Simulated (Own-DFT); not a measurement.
GaP (zincblende, atoms displaced) (calculated)

All values are calculated (Own-DFT development build). A calculation, not a measurement: plane-wave PBE density functional theory by an unreviewed code, no spin, of a simulated periodic cell, stress positive in tension, free energy of the whole cell less one offset for each atom, forces on such cells passed a denser k mesh, this cell's mesh not checked; offsets are fitted by least squares, one for each functional and potential file, so energies compare only between cells with the same atoms and settings and are not formation energies; the far tail of each file's local potential was reset to the Coulomb form; each entry is a single point on an unrelaxed cell, so the pressure reflects the starting lattice, mostly measured values (interpolated for alloys), from which strain is counted, and rises with the displacements; printed positions are rounded, which can move forces by about a meV/angstrom; the program, named Own-DFT, is a retired in-house code; no spin-orbit coupling.

Settings shared by all entries: functional PBE; potential files PseudoDojo norm-conserving, scalar-relativistic, standard set; wave cutoff 42 hartree; occupations Fermi-Dirac; smearing width 0.1 eV; hardware one NVIDIA H200; k mesh 2 x 3 x 3 centred on Gamma.

(1) 
```xyz
96
Lattice="16.3515 0.0000 0.0000 0.0000 10.9010 0.0000 0.0000 0.0000 10.9010" Properties=species:S:1:pos:R:3:force_x:R:1:force_y:R:1:force_z:R:1 formula=GaP free_energy_of_cell_above_offsets=-13.940 pressure=8.85 stress_xx=-9.29 stress_yy=-7.96 stress_zz=-9.31 stress_yz=-1.83 stress_xz=-1.28 stress_xy=0.53 wall_time=931.2
Ga    16.1742     0.1184    10.7335      4.128     -4.196      3.801
Ga    16.0014     2.7918     2.4801      2.701     -1.595      2.784
Ga     2.7886    10.7786     2.5012     -0.407      0.307      1.846
Ga     2.8655     2.5289     0.2317     -1.282      0.611     -0.679
P      1.2463     1.3242     1.4343     -0.097     -0.504     -0.772
P      1.2773     4.3207     4.0194      0.393     -4.557     -0.329
P      3.8800     1.5438     4.1579      4.428     -4.688     -4.391
P      4.0254     4.1750     1.3309      0.491     -0.192      0.674
Ga     0.0384    10.7767     5.6944      -0.56     -0.085     -6.074
Ga    16.3243     2.7696     8.2010     -1.127     -0.213      0.115
Ga     2.5528     0.0196     8.0657     -1.901      1.376      1.933
Ga     2.7876     2.6796     5.3451     -4.169      3.675      3.789
P      0.9408     1.2544     6.7957      4.828      4.553      2.942
P      1.0943     4.1035     9.6527      2.751     -1.112     -0.108
P      3.9683     1.3468     9.4959      0.867     -0.374     -0.439
P      4.1543     3.9811     6.7911      0.013      0.075      0.728
Ga    16.2944     5.5776    10.8583     -0.853       0.63      -0.01
Ga     0.0209     8.3548     2.5575      1.981      -2.14       2.75
Ga     2.4674     5.3785     2.6422       2.41      1.665     -0.861
Ga     2.7922     7.9863    10.6799     -0.037      1.916      2.856
P      1.4626     6.8292     1.2037     -1.111       0.36      0.883
P      1.3669     9.4480     4.4191     -1.616      1.355     -4.352
P      4.1624     6.7612     4.0420     -0.914      1.642     -1.567
P      4.3494     9.3953     1.4222     -3.279      1.667     -2.552
Ga     0.0343     5.2830     5.3827     -2.938      2.413      1.951
Ga     0.2779     8.1635     8.3023     -6.201     -5.035     -8.341
Ga     2.6615     5.4006     8.3587      -0.49     -0.212     -1.652
Ga     2.9446     8.4051     5.3262      0.921     -3.181      1.271
P      1.1906     6.7327     6.7918       2.11     -0.037     -0.067
P      1.1786     9.0753     9.6371      4.719      8.362      6.472
P      4.1575     6.8931     9.5088     -1.765     -2.336     -0.946
P      3.8592     9.7318     6.8882      3.817     -2.417     -1.176
Ga     5.4080    10.7116    10.6382     -2.849      2.372      2.416
Ga     5.4874     2.8459     2.8195     -2.528     -2.545     -2.277
Ga     8.3857     0.2534     2.4950      -3.63     -0.333     -2.231
Ga     8.1771     2.8752     0.1607     -5.696     -4.664     -3.397
P      6.5696     1.1933     1.4025      0.569       2.01     -0.534
P      6.7430     4.1202     3.9507      -1.52     -2.246      3.942
P      9.3435     1.1833     3.9806      3.271      4.974       4.77
P      9.5808     3.8562     1.0719      4.754      4.458      5.749
Ga     5.6008    10.6166     5.3445     -1.728      1.822      1.198
Ga     5.8553     2.6367     8.2593     -3.373      0.527      0.085
Ga     8.1814     0.0207     8.1051      1.427     -0.982      1.402
Ga     7.8776     2.8334     5.5174      1.209     -1.415     -0.667
P      6.8322     1.2817     6.8981     -0.496     -1.012     -2.421
P      6.6734     4.1668     9.6088      2.519      -0.17     -0.168
P      9.5232     1.2132     9.6974     -1.343      1.648     -2.247
P      9.4116     3.7314     6.9434     -1.413      4.095     -2.084
Ga     5.2729     5.4636    10.6896      0.111     -0.551      2.202
Ga     5.6409     8.1327     2.5223      1.139     -1.177      2.813
Ga     8.1073     5.1273     2.9356      5.555      4.277     -4.898
Ga     7.9856     8.1349    10.7859      2.868      1.635      0.499
P      6.7339     6.8660     0.9994     -0.507      -3.04      2.828
P      7.0702     9.8477     3.8445     -0.459     -3.035      0.707
P     10.0238     7.0038     4.0751     -5.989     -1.399      1.077
P      9.3626     9.7883     1.2799      2.923     -4.212     -2.233
Ga     5.3700     5.3122     5.1750     -0.861      0.387      2.566
Ga     5.4782     7.8116     8.1800      2.089      3.204     -2.411
Ga     8.1626     5.5347     8.1530      0.078     -1.048     -0.016
Ga     8.4400     8.4675     5.4343     -2.747      -2.55     -3.123
P      6.7926     6.6068     6.5967        0.6      1.432     -0.094
P      6.8804     9.6398     9.6883      1.106     -1.717     -4.702
P      9.5033     6.9408     9.5400     -0.698     -1.402      0.141
P      9.6184     9.4343     6.8190      1.664       3.12      2.293
Ga    11.0588     0.0842    10.7738     -1.878     -2.368      0.172
Ga    11.0814     2.7425     2.9364     -2.348     -2.365     -2.676
Ga    13.6466    10.5457     2.5457      -0.44      2.589      0.238
Ga    13.6346     2.5684    10.6331     -2.428      3.912      2.854
P     12.1931     1.4095     1.0290       1.98      0.891      4.372
P     12.3278     3.9253     4.1737      0.322      3.364       0.65
P     15.0470     1.6048     4.1661      1.193     -3.255     -1.651
P     15.0147     4.1429     1.2584     -2.862      1.802     -2.185
Ga    10.8730     0.2907     5.5640     -3.096     -3.169     -3.187
Ga    10.7952     2.6970     8.1184      1.798     -2.966      1.725
Ga    13.6330     0.0409     8.2579      1.189     -1.024     -0.946
Ga    13.7202     2.6892     5.4419     -1.463     -0.249      1.341
P     12.3841     1.0286     6.6936      1.999       4.17      2.225
P     12.1384     3.9424     9.4818      1.372      1.304         -1
P     14.8979     1.2705     9.7281      0.212      1.174     -5.914
P     14.7877     4.0574     6.8999      3.706     -3.169     -2.954
Ga    10.8402     5.4298    10.7314      0.267      0.109      0.637
Ga    10.9566     8.0501     2.6005      1.263      4.153     -2.775
Ga    13.5746     5.4875     2.6687     -0.206     -0.201      -0.12
Ga    13.5628     8.2448    10.6141      2.137     -2.834      1.792
P     12.2333     6.9096     1.1409      0.306     -1.497     -0.214
P     12.1815     9.6791     3.9826     -0.458     -1.204      1.321
P     14.8230     6.9381     4.0016      1.319     -0.647      0.267
P     15.0150     9.3244     1.2645     -0.851       1.98     -2.529
Ga    11.0009     5.7746     5.4506     -1.829     -5.661     -1.732
Ga    10.8302     8.1492     8.2707      1.952       0.37     -0.915
Ga    13.8396     5.4345     8.0046     -4.412      1.357      2.182
Ga    13.5660     8.1337     5.6019      0.183      1.323     -1.268
P     12.2481     6.6157     6.7528      2.837      3.186      4.721
P     12.3821     9.5926     9.5554     -2.721      0.624     -2.143
P     14.9121     6.7741     9.2763      1.055      1.818      2.242
P     15.1162     9.6376     6.7514     -3.955     -3.718      3.802
```

Units: free_energy_of_cell_above_offsets in eV; pressure, stress_xx, stress_yy, stress_zz, stress_yz, stress_xz, stress_xy in GPa; wall_time in s; force_x, force_y, force_z in eV/Å.

(2) 
```xyz
96
Lattice="16.3515 0.0000 0.0000 0.0000 10.9010 0.0000 0.0000 0.0000 10.9010" Properties=species:S:1:pos:R:3:force_x:R:1:force_y:R:1:force_z:R:1 formula=GaP free_energy_of_cell_above_offsets=-9.729 pressure=9.46 stress_xx=-9.81 stress_yy=-8.67 stress_zz=-9.89 stress_yz=-0.79 stress_xz=-0.17 stress_xy=1.75 wall_time=971.4
Ga    16.1795     0.0852     0.0915      1.639      0.093     -0.549
Ga    16.3511     2.9401     2.8437      2.484     -3.669      2.432
Ga     2.8299     0.2701     2.8377     -3.937     -5.116     -4.365
Ga     2.5991     2.7849    10.7742      4.463     -3.377        2.6
P      1.4048     1.3677     1.2893     -0.289      0.612      1.153
P      1.1969     4.1641     4.3960      5.534     -5.063     -5.392
P      3.9271     1.4692     3.9486      3.548      2.491      4.701
P      3.9719     4.1931     1.4101     -0.038     -1.339     -0.436
Ga     0.0305    10.5421     5.0999     -4.672      3.835      4.412
Ga     0.0726     2.7752     7.9720     -0.664      1.192      1.265
Ga     2.7438    10.8165     8.0009      0.101      0.687      1.557
Ga     2.8267     2.7733     5.3914     -1.102      1.077      1.941
P      1.4389     1.5015     6.8650      0.611     -2.195     -2.062
P      1.3338     3.9321     9.7446     -3.991      4.391     -3.585
P      4.2719     1.3453     9.3792     -1.433     -0.153      0.745
P      3.9483     4.3112     7.1260        1.5     -2.353      -3.78
Ga    16.1631     5.5784     0.1706      1.284     -2.239      1.246
Ga     0.0842     8.0982     2.7141     -1.373      0.785      0.498
Ga     2.5541     5.5147     2.6307      0.746       0.05      1.827
Ga     2.5894     8.3801    10.8259      4.649     -3.827        4.1
P      1.3815     6.9240     1.3052     -0.439     -0.296     -0.454
P      1.4180     9.6000     4.0728       4.44     -3.491     -2.863
P      4.2260     7.1727     4.3044      -1.65     -5.591       1.38
P      4.1612     9.5005     1.4967      -1.67      0.433     -0.055
Ga     0.2004     5.4836     5.3580     -6.198      4.504      2.873
Ga    16.3048     8.0590     7.9337     -1.153      1.764      2.088
Ga     2.8008     5.4199     8.5250     -2.721      1.051      1.033
Ga     2.7154     7.9889     5.5529     -1.119      2.189      0.264
P      1.2348     6.7957     6.7509      2.505     -0.942       1.21
P      1.4530     9.5364     9.7292     -4.684      3.905      -5.35
P      4.1083     6.6589     9.8851     -3.206      5.642     -3.525
P      4.1202     9.4409     6.7751     -0.484      0.919      -0.42
Ga     5.3143     0.1092     0.2745      0.622       -0.4     -2.312
Ga     5.2513     2.5701     2.5872      0.378      3.183       0.47
Ga     8.2142    10.8127     2.8678     -1.077       0.07     -2.208
Ga     8.1457     3.0968    10.8941     -1.127     -2.262     -0.139
P      6.6655     1.4094     1.4851      3.256     -0.287      -0.92
P      6.8073     4.0493     4.1216      0.283     -0.981     -0.688
P      9.6422     1.3121     3.8136     -2.788     -4.839      6.254
P      9.3012     4.3501     1.5176      3.976     -5.201     -3.124
Ga     5.3637     0.2393     5.4466      1.265     -1.439      -0.13
Ga     5.4790     2.8850     8.0571     -0.498     -1.986     -0.174
Ga     8.3694     0.1425     7.8684     -1.528     -2.346      1.494
Ga     8.4387     2.6025     5.2848      -0.99      1.746      0.422
P      7.0778     1.5194     6.8032     -2.416      0.534     -1.623
P      6.5949     4.0535     9.4933      2.498      1.595      0.413
P      9.6156     1.1339     9.3562     -2.904      0.441       4.31
P      9.5264     4.1624     6.8601      2.478     -3.098     -2.319
Ga     5.3420     5.4087    10.8302      3.222     -2.715      3.497
Ga     5.3326     8.0497     2.8633      2.123      2.199     -2.949
Ga     8.2988     5.4460     2.7925     -4.606      4.834      4.501
Ga     8.0985     8.1959    10.8839     -0.902     -0.621     -0.341
P      6.5520     6.7698     1.4734      2.301     -0.494     -0.899
P      6.8868     9.4053     3.9027     -0.096      0.417      3.045
P      9.9417     6.9598     4.1718      -7.13     -6.268      6.499
P      9.3834     9.6319     1.2232      1.307     -0.326      1.343
Ga     5.4834     5.1918     5.6041      0.008      2.158      -0.17
Ga     5.3926     8.3778     8.3461       0.69     -1.547       0.16
Ga     8.2527     5.4255     7.9856     -2.056      2.143      2.709
Ga     8.4695     8.2807     5.7764     -6.859     -6.128     -6.878
P      6.7815     6.8550     6.8092      0.315      0.166      0.324
P      6.8617     9.7320     9.4665      0.085      0.171      0.803
P      9.5782     6.6768     9.7438     -0.286      0.071     -1.287
P      9.5354     9.3830     6.8633      5.026      6.797      3.717
Ga    10.8892     0.1448     0.0100      0.186     -1.725      0.761
Ga    10.6144     2.5696     2.7415      5.662      5.559     -5.104
Ga    13.5582     0.1346     2.7281      0.607     -1.366      0.751
Ga    13.8505     2.5373    10.5231     -6.346      5.706      6.002
P     12.3607     1.2796     1.2993     -1.289      2.583     -0.893
P     12.5328     3.9288     4.0643     -6.621      2.752     -5.102
P     14.8533     1.2455     4.2325      1.107      1.575     -0.133
P     15.0656     3.8155     1.5557     -3.749      3.476     -4.078
Ga    10.9830     0.0022     5.5450     -1.369     -0.716     -0.878
Ga    10.8007     2.2469     8.1522      1.121      6.114     -0.757
Ga    13.6545     0.2494     8.2077      0.854     -3.243      0.876
Ga    13.5746     3.0233     5.4075      3.107     -5.983      4.316
P     12.1534     1.1493     6.9848      1.622       1.99     -2.806
P     12.1074     4.3308     9.5979      4.932     -4.629     -4.916
P     15.0564     1.4941     9.4667      5.479      -4.27     -4.476
P     14.9331     4.1183     6.6735      1.674      0.934      1.827
Ga    10.8701     4.9549     0.0821      -2.17      4.511      3.609
Ga    10.7403     8.0823     2.9400      5.883      7.313     -8.652
Ga    13.5195     5.5086     2.7879     -0.666     -2.109     -2.868
Ga    13.5410     8.3815    10.6485      5.127     -5.173      4.567
P     12.3765     6.7849     1.3365     -1.654      0.523     -0.393
P     12.2813     9.6741     4.2265     -0.684     -0.685     -2.353
P     14.8433     6.5849     3.9534       3.41      3.597      3.015
P     15.0216     9.6756     1.4268     -1.116     -1.866      0.289
Ga    10.9142     5.2553     5.1762      1.268     -0.455      2.334
Ga    10.8344     8.0171     7.9746     -0.136      0.167      4.003
Ga    13.9351     5.5082     8.2642     -5.295     -3.214     -3.863
Ga    13.5363     8.2932     5.4297     -0.835     -3.141     -0.588
P     12.3052     6.8435     7.0113      1.863     -1.872     -2.709
P     12.3117     9.5722     9.7568     -4.569      4.244     -5.383
P     15.0832     6.5538     9.4488      2.645      5.828        3.2
P     14.8087     9.4576     6.6790      2.699      2.018      2.111
```

Units: free_energy_of_cell_above_offsets in eV; pressure, stress_xx, stress_yy, stress_zz, stress_yz, stress_xz, stress_xy in GPa; wall_time in s; force_x, force_y, force_z in eV/Å.

(3) 
```xyz
96
Lattice="16.3515 0.0000 0.0000 0.0000 10.9010 0.0000 0.0000 0.0000 10.9010" Properties=species:S:1:pos:R:3:force_x:R:1:force_y:R:1:force_z:R:1 formula=GaP free_energy_of_cell_above_offsets=-20.149 pressure=7.77 stress_xx=-8.02 stress_yy=-7.12 stress_zz=-8.17 stress_yz=1.16 stress_xz=-1.35 stress_xy=0.43 wall_time=955.5
Ga    16.2275     0.2209    10.7383      7.364     -7.499      6.559
Ga    16.1095     2.7645     2.6831      2.197     -0.361       0.61
Ga     2.4009     0.3198     2.7682      1.795     -0.969     -0.248
Ga     2.7742     2.5847    10.7699      2.663      2.124     -1.281
P      1.3678     1.5343     1.0294     -2.722     -1.427      3.674
P      1.2188     4.1596     4.3421      1.791     -1.556     -5.458
P      4.0393     1.6377     4.1263        0.6     -2.121       -1.2
P      4.2421     4.0913     1.1805     -2.392     -0.934      1.426
Ga     0.1398    10.8743     5.5655     -1.428     -1.642     -2.486
Ga     0.0772     2.7988     8.3945     -1.458     -0.312     -1.159
Ga     2.8438    10.8340     7.9043     -1.225     -0.168      0.151
Ga     2.7680     3.0154     5.3586      -0.44     -1.765      0.869
P      1.1919     1.3594     6.7927      2.824       1.81      1.547
P      1.2863     4.1570     9.7936      1.121      0.069     -1.438
P      4.1120     1.2027     9.3500     -0.109      0.574      0.842
P      4.2230     4.0543     6.6489     -1.843     -0.808      4.118
Ga    16.2548     5.5050     0.1193     -0.368      0.925     -0.517
Ga    16.3005     7.8594     2.7560     -0.379      1.793      -0.98
Ga     2.7135     5.6632     2.6949     -1.509      -3.01     -1.555
Ga     2.5828     7.9478    10.6592      2.872      1.627      -0.16
P      1.4399     6.9331     1.2473     -2.053     -1.911      1.538
P      1.3804     9.3244     3.8492     -0.065      1.446      1.841
P      4.1048     6.6568     3.9072      1.203      1.306      3.693
P      4.0110     9.5268     1.2136      -1.08      -0.25      1.102
Ga     0.1954     5.4123     5.5645     -3.583      3.191      2.358
Ga     0.0287     8.1830     8.1930     -0.054      -0.51      0.611
Ga     2.5672     5.6195     8.2495      2.422     -2.817      1.583
Ga     2.4957     7.8438     5.5487       6.68      6.295     -8.575
P      1.5834     6.9248     6.8811     -6.943     -4.117      5.912
P      1.3290     9.5006     9.6117     -0.026      1.108     -1.469
P      4.2801     6.5617     9.6622     -3.102      3.575     -3.696
P      4.2593     9.4127     6.7059     -2.317      1.068     -2.243
Ga     5.4284    10.7332    10.8250     -0.626      1.392      1.048
Ga     5.5445     2.8321     2.6186      0.183     -0.408       0.44
Ga     8.1796     0.1286     2.7205     -0.669     -0.212     -0.588
Ga     8.1365     2.9670    10.5601      3.553     -3.481      3.591
P      6.8357     1.4048     1.0769      0.198      0.234      1.143
P      6.8034     4.1123     4.3178      0.644     -0.341     -1.298
P      9.4021     1.3503     4.3464     -0.685      1.788     -5.856
P      9.4625     4.2227     1.3017     -1.245     -1.789      1.753
Ga     5.7198    10.8100     5.3388     -2.448      1.554      1.065
Ga     5.4877     2.7614     8.3667     -2.017     -2.329     -3.793
Ga     8.0319     0.0436     8.3696      0.861     -0.479     -1.856
Ga     8.3521     2.6480     5.6405     -1.268      2.917      -0.45
P      6.9711     1.3317     6.6265     -1.847     -0.608      3.252
P      6.7674     3.9909     9.4463     -0.372      4.309     -0.414
P      9.6693     1.2581     9.4249     -1.366      1.592      0.102
P      9.5272     4.2782     6.6210      0.519     -0.322      2.049
Ga     5.4853     5.4054    10.8715      2.579     -1.088      1.754
Ga     5.3348     8.1598     2.7545     -0.425      1.576      -0.74
Ga     8.0051     5.5492     2.7751      0.385     -0.691      -0.02
Ga     7.9415     8.0068    10.8284      0.806      2.093      0.258
P      6.6714     6.9064     1.3704      0.057     -1.445       0.39
P      6.8016     9.5064     4.0459      1.771     -1.538     -1.497
P      9.6234     6.8265     4.0517     -2.784     -0.267     -1.759
P      9.3372     9.5786     1.3259      1.795      -0.68     -0.434
Ga     5.4280     5.4778     5.6919      0.647      1.009     -2.981
Ga     5.3851     8.3400     8.1564      -0.13     -3.677      0.016
Ga     8.0957     5.4309     8.2131      0.716      0.716     -0.762
Ga     8.3741     8.0534     5.4008     -1.238      1.647      1.362
P      6.7746     6.8077     6.8001      1.122      1.577      0.925
P      6.6062     9.4855     9.4515       3.04      0.212      1.134
P      9.5156     6.9078     9.6136     -0.194     -1.624     -0.421
P      9.8483     9.5419     6.6620     -2.465     -1.016      1.408
Ga    11.1553     0.0731    10.6858     -2.636     -2.145     -0.176
Ga    11.1860     2.7257     2.7968     -1.873     -0.057     -0.281
Ga    13.5539    10.7916     2.7178     -0.269      1.638      0.045
Ga    13.5544     2.9659    10.8278      2.302     -2.573      2.653
P     12.1112     1.3982     1.1038      2.631      1.693      3.282
P     12.4100     4.0871     4.2518     -1.319      0.141     -0.275
P     14.9396     1.6862     4.2864      4.146     -5.689     -4.332
P     14.9702     4.2165     1.5300     -1.144      0.243     -1.831
Ga    10.7267     0.2737     5.3909      3.948     -3.865      1.426
Ga    10.8532     2.7332     8.0020     -0.529      1.426      0.766
Ga    13.8405    10.7559     8.2551      -0.28      0.326     -0.688
Ga    13.5830     2.4650     5.4564     -4.272      3.017      5.049
P     12.0344     1.1582     7.0115      3.183      0.071      -1.16
P     12.3021     4.0121     9.5470     -2.048      2.289     -3.097
P     15.0117     1.2026     9.7808     -7.613      7.688     -7.111
P     14.9127     4.1668     6.7703      0.511     -0.821       1.35
Ga    10.7672     5.2276    10.8244      1.623      2.119     -0.341
Ga    10.9029     8.0744     2.8571     -0.265      1.432     -2.625
Ga    13.3321     5.3580     2.5939       2.51     -1.271      2.858
Ga    13.6125     8.4653     0.1822     -1.285      -5.86     -1.053
P     12.3584     6.8352     1.5698     -2.463      2.048     -3.633
P     12.2155     9.4365     4.0063      0.026      2.244      1.743
P     14.9501     6.9618     4.2490      0.217     -2.721     -0.043
P     14.8165     9.4752     1.3831      5.846      2.789      3.158
Ga    10.8254     5.6320     5.2628      2.998     -2.128      2.369
Ga    10.8330     8.1151     8.2079      1.866      0.465     -0.739
Ga    13.6255     5.6599     8.1944     -0.242      -4.69     -0.284
Ga    13.7396     8.4471     5.4687     -3.159     -2.379     -1.685
P     12.4396     6.6819     6.8314     -3.274      3.032     -2.552
P     12.5409     9.5127     9.6788     -3.473      0.493     -3.546
P     14.8273     6.8116     9.4084      3.009      2.385      3.701
P     15.0749     9.3577     6.7416      1.791      3.302      2.265
```

Units: free_energy_of_cell_above_offsets in eV; pressure, stress_xx, stress_yy, stress_zz, stress_yz, stress_xz, stress_xy in GPa; wall_time in s; force_x, force_y, force_z in eV/Å.
